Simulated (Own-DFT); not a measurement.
# Strain and stress in wurtzite AlN, 128 atoms (Al64N64)

These are calculations, not measurements. They come from Own-DFT, an in-house plane-wave density functional program, since retired, whose code no person has reviewed. Each row is one single-point run on a periodic cell that was not relaxed, without spin or spin-orbit coupling.

Settings of every run: PBE; PseudoDojo norm-conserving scalar-relativistic files; cutoff 42 hartree; 3 x 3 x 3 k mesh centred on Gamma; Gaussian smearing of 0.01 eV.

Known limits: k mesh not checked against a denser one; stress not checked against mesh or cutoff.

Unstrained cell vectors in Å: (12.448, 0.000, 0.000); (-6.224, 10.780, 0.000); (0.000, 0.000, 9.964). The unstrained cell has measured lattice constants (interpolated for alloys), not those of this functional. That, the random moves and any unrelaxed bonds set the pressure at no strain. Each run strains this cell uniformly, with the atoms carried along. Every atom was also moved at random, by a Gaussian of width 0.05 Å on each axis. Strain is the symmetric tensor, in per cent. Stress is positive in tension, and the pressure is minus a third of its trace.

```
run  e_xx (%)  e_yy (%)  e_zz (%)  s_xx (GPa)  s_yy (GPa)  s_zz (GPa)  P (GPa)  E (meV/atom)
  1      0.00      0.00      1.50       -5.09       -4.86        2.03     2.64           0.0
  2      0.00      0.00      0.25       -5.76       -6.48       -3.84     5.36          10.3
  3      0.00      0.00     -1.25       -4.88       -6.07      -14.99     8.65          19.5
  4      0.00      0.00      2.25       -2.41       -6.60        4.93     1.36           1.6
  5      0.00      0.00      0.75       -5.23       -3.66       -3.35     4.08           2.1
  6      0.00      0.00     -1.00       -8.31       -6.33       -9.07     7.90          15.5
  7      0.00      0.00      2.75       -4.37       -4.12        6.13     0.79          13.8
  8      0.00      0.00      1.00       -3.95       -4.55       -2.49     3.66           6.5
  9      0.00      0.00      1.25           ?           ?           ?        ?             ?
```

E is the free energy for each atom above the lowest run shown.

## Worked fit

The change of volume is close to e_xx + e_yy + e_zz. A straight line through the runs shown gives P = 5.87 - 200 x (fractional change of volume) GPa, with an error of 7 on the slope and a scatter of 0.27 GPa. The strain isn't the same on all axes and the cell isn't cubic, so the slope belongs to this path and is not the bulk modulus.

## Withheld run

Question: what pressure should run 9 give? Its volume changes by 1.25 %.

The line gives 3.4 GPa. The calculation gave 3.20 GPa.
